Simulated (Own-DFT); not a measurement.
# Computed records: TiSi₂ (C49 TiSi2 crystal, atoms displaced)

Computed with Own-DFT development build. A calculation, not a measurement: plane-wave density functional theory by an unreviewed code, no spin, of a simulated periodic cell, stress positive in tension, run twice, with PBE and with PBEsol, both on files made for PBE, so the change isn't that of files made for PBEsol, forces on such cells moved up to 12 meV/angstrom on a denser k mesh; the far tail of each file's local potential was reset to the Coulomb form; each entry is a single point on an unrelaxed cell, so the pressure reflects the starting lattice, taken from the Materials Project, from which strain is counted, and rises with the displacements; printed positions are rounded, which can move forces by about a meV/angstrom; the program, named Own-DFT, is a retired in-house code; no spin-orbit coupling; stress was not checked against mesh or cutoff.

## TiSi₂ (C49 TiSi2 crystal, atoms displaced)

```cif
# cell vector a (Å): 5.2953 -6.7593 3.5652
# cell vector b (Å): 7.0604 0.0000 -7.1303
# cell vector c (Å): 5.2953 6.7593 3.5652
data_TiSi2
_symmetry_space_group_name_H-M 'P 1'
_symmetry_Int_Tables_number 1
_cell_length_a 9.2973
_cell_length_b 10.0345
_cell_length_c 9.2973
_cell_angle_alpha 82.631
_cell_angle_beta 93.274
_cell_angle_gamma 82.631
_cell_volume 850.71
loop_
_atom_site_label
_atom_site_type_symbol
_atom_site_fract_x
_atom_site_fract_y
_atom_site_fract_z
_atom_site_occupancy
Ti1 Ti 0.95025 0.92509 0.15321 1
Ti2 Ti 0.85153 0.87630 0.64653 1
Si1 Si 0.60741 0.92616 0.49310 1
Si2 Si 0.19416 0.87528 0.30458 1
Si3 Si 0.89936 0.02532 0.39995 1
Si4 Si 0.89834 0.77741 0.39994 1
Ti3 Ti 0.94942 0.42631 0.15366 1
Ti4 Ti 0.85634 0.37722 0.64461 1
Si5 Si 0.60936 0.42524 0.49347 1
Si6 Si 0.19049 0.37641 0.30671 1
Si7 Si 0.89962 0.52193 0.40147 1
Si8 Si 0.89547 0.27614 0.40254 1
Ti5 Ti 0.74772 0.72365 0.95684 1
Ti6 Ti 0.65369 0.67394 0.44574 1
Si9 Si 0.40806 0.72911 0.29281 1
Si10 Si 0.99250 0.67817 0.11272 1
Si11 Si 0.70044 0.82516 0.20139 1
Si12 Si 0.69959 0.57438 0.19992 1
Ti7 Ti 0.54586 0.02472 0.75236 1
Ti8 Ti 0.45271 0.97130 0.24771 1
Si13 Si 0.21030 0.02534 0.08977 1
Si14 Si 0.79187 0.97655 0.91050 1
Si15 Si 0.50095 0.12590 0.00116 1
Si16 Si 0.50094 0.87438 0.99726 1
Ti9 Ti 0.74793 0.22563 0.95473 1
Ti10 Ti 0.65565 0.17447 0.44774 1
Si17 Si 0.40985 0.22016 0.29247 1
Si18 Si 0.99203 0.17695 0.11115 1
Si19 Si 0.70214 0.32334 0.20149 1
Si20 Si 0.70673 0.07344 0.20227 1
Ti11 Ti 0.54723 0.52359 0.75280 1
Ti12 Ti 0.45309 0.47557 0.24458 1
Si21 Si 0.20948 0.52590 0.08888 1
Si22 Si 0.79097 0.47543 0.91256 1
Si23 Si 0.50124 0.62287 0.00087 1
Si24 Si 0.49942 0.37489 0.99766 1
Ti13 Ti 0.34660 0.82415 0.55327 1
Ti14 Ti 0.25564 0.77422 0.04590 1
Si25 Si 0.00813 0.82452 0.89283 1
Si26 Si 0.59135 0.77597 0.70799 1
Si27 Si 0.30049 0.92477 0.79973 1
Si28 Si 0.30410 0.67595 0.80053 1
Ti15 Ti 0.34691 0.32967 0.55252 1
Ti16 Ti 0.25211 0.27290 0.04413 1
Si29 Si 0.00845 0.32683 0.89278 1
Si30 Si 0.59422 0.27313 0.70975 1
Si31 Si 0.29866 0.42438 0.80278 1
Si32 Si 0.30059 0.17470 0.80082 1
Ti17 Ti 0.14753 0.62667 0.34903 1
Ti18 Ti 0.05422 0.57451 0.85051 1
Si33 Si 0.80683 0.63155 0.68803 1
Si34 Si 0.38982 0.57271 0.50449 1
Si35 Si 0.10038 0.72403 0.60428 1
Si36 Si 0.10070 0.47244 0.60258 1
Ti19 Ti 0.14449 0.12228 0.35190 1
Ti20 Ti 0.04939 0.07417 0.84875 1
Si37 Si 0.81062 0.12216 0.69195 1
Si38 Si 0.38943 0.07394 0.51056 1
Si39 Si 0.10008 0.22538 0.59807 1
Si40 Si 0.10166 0.97306 0.60158 1
```

* functional: PBE, then PBEsol
* potential files: PseudoDojo norm-conserving, scalar-relativistic, standard set
* wave cutoff: 42 hartree
* occupations: cold (Marzari-Vanderbilt)
* smearing width: 0.2 eV
* k mesh: 4 x 4 x 4 centred on Gamma
* PBE pressure: 1.91 GPa
* PBE stress xx: -1.94 GPa
* PBE stress yy: -1.65 GPa
* PBE stress zz: -2.13 GPa
* PBE stress yz: 0.02 GPa
* PBE stress xz: -0.06 GPa
* PBE stress xy: 0.03 GPa
* PBEsol pressure: -1.42 GPa
* PBEsol stress xx: 1.48 GPa
* PBEsol stress yy: 1.92 GPa
* PBEsol stress zz: 0.86 GPa
* PBEsol stress yz: 0.03 GPa
* PBEsol stress xz: -0.06 GPa
* PBEsol stress xy: 0.03 GPa
* rms change of force components from PBE to PBEsol: 0.018 eV/Å

Force:
```tsv
force element	PBE force x (eV/Å)	PBE force y (eV/Å)	PBE force z (eV/Å)	PBEsol force x (eV/Å)	PBEsol force y (eV/Å)	PBEsol force z (eV/Å)
Ti	-0.005	0.227	-0.192	-0.005	0.214	-0.191
Ti	0.159	-0.029	0.165	0.156	-0.014	0.161
Si	-0.169	-0.235	0.012	-0.166	-0.288	0.011
Si	0.046	0.493	-0.006	0.045	0.548	-0.011
Si	0.209	-0.025	0.243	0.219	-0.024	0.244
Si	-0.023	-0.17	0.363	-0.023	-0.169	0.368
Ti	-0.141	0.227	-0.08	-0.143	0.21	-0.081
Ti	-0.068	0.7	0.186	-0.074	0.702	0.183
Si	-0.192	-0.19	-0.032	-0.188	-0.239	-0.032
Si	0.014	-0.046	0.411	0.014	0.003	0.407
Si	0.321	-0.212	-0.321	0.324	-0.207	-0.323
Si	0.047	-0.503	0.238	0.046	-0.493	0.243
Ti	-0.036	-0.336	-0.309	-0.036	-0.348	-0.308
Ti	0.122	0.188	-0.2	0.123	0.201	-0.2
Si	-0.459	-0.355	0.621	-0.452	-0.41	0.62
Si	-0.437	-0.03	0.072	-0.43	0.019	0.077
Si	-0.152	-0.05	-0.019	-0.159	-0.047	-0.02
Si	0.103	-0.047	0.067	0.106	-0.047	0.065
Ti	0.254	-0.02	0.072	0.249	-0.035	0.073
Ti	0.463	-0.32	-0.333	0.455	-0.298	-0.329
Si	-0.132	-0.079	-0.083	-0.132	-0.127	-0.087
Si	-0.227	0.17	0.126	-0.221	0.219	0.127
Si	-0.091	0.009	0.198	-0.091	0.01	0.2
Si	0.195	0.103	0.097	0.195	0.101	0.099
Ti	-0.064	-0.078	-0.004	-0.063	-0.091	-0.002
Ti	-0.166	0.269	-0.14	-0.162	0.275	-0.135
Si	0.131	-0.038	-0.51	0.129	-0.089	-0.511
Si	-0.246	-0.029	0.05	-0.243	0.018	0.053
Si	-0.117	0.068	-0.28	-0.122	0.068	-0.284
Si	-0.379	0.197	-0.362	-0.381	0.192	-0.367
Ti	0.104	-0.058	-0.101	0.102	-0.069	-0.101
Ti	0.055	0.164	0.262	0.058	0.179	0.257
Si	0.064	0.021	0.196	0.063	-0.027	0.19
Si	-0.112	-0.201	-0.332	-0.108	-0.154	-0.335
Si	0.086	-0.017	-0.101	0.087	-0.014	-0.101
Si	0.154	0.039	0.211	0.158	0.036	0.213
Ti	-0.062	-0.056	0.002	-0.058	-0.071	-0.001
Ti	0.05	0.147	-0.134	0.051	0.163	-0.132
Si	-0.022	-0.127	-0.023	-0.021	-0.177	-0.023
Si	-0.049	0.338	0.14	-0.048	0.394	0.136
Si	0.03	0.139	-0.077	0.031	0.137	-0.074
Si	-0.272	0.093	0.044	-0.272	0.091	0.045
Ti	-0.512	-0.003	0.597	-0.505	-0.017	0.594
Ti	0.549	0.211	0.075	0.543	0.222	0.07
Si	-0.243	-0.108	0.047	-0.239	-0.159	0.049
Si	-0.041	0.14	-0.204	-0.041	0.193	-0.204
Si	0.004	-0.231	-0.14	0.004	-0.226	-0.143
Si	-0.132	-0.065	-0.1	-0.129	-0.064	-0.099
Ti	0.235	0.518	0.304	0.233	0.491	0.303
Ti	-0.239	-0.163	-0.408	-0.237	-0.15	-0.402
Si	-0.074	0.018	1.034	-0.073	-0.032	1.037
Si	0.496	0.153	-0.163	0.486	0.204	-0.161
Si	-0.242	-0.156	-0.106	-0.243	-0.152	-0.107
Si	0.153	-0.186	-0.342	0.15	-0.182	-0.341
Ti	0.601	-0.057	-0.052	0.594	-0.074	-0.05
Ti	0.327	-0.54	0.018	0.323	-0.52	0.02
Si	0.18	-0.11	-0.411	0.175	-0.164	-0.406
Si	0.045	0.103	-0.251	0.043	0.157	-0.246
Si	-0.014	0.102	0.178	-0.017	0.102	0.176
Si	-0.079	0.03	-0.213	-0.082	0.028	-0.218
```
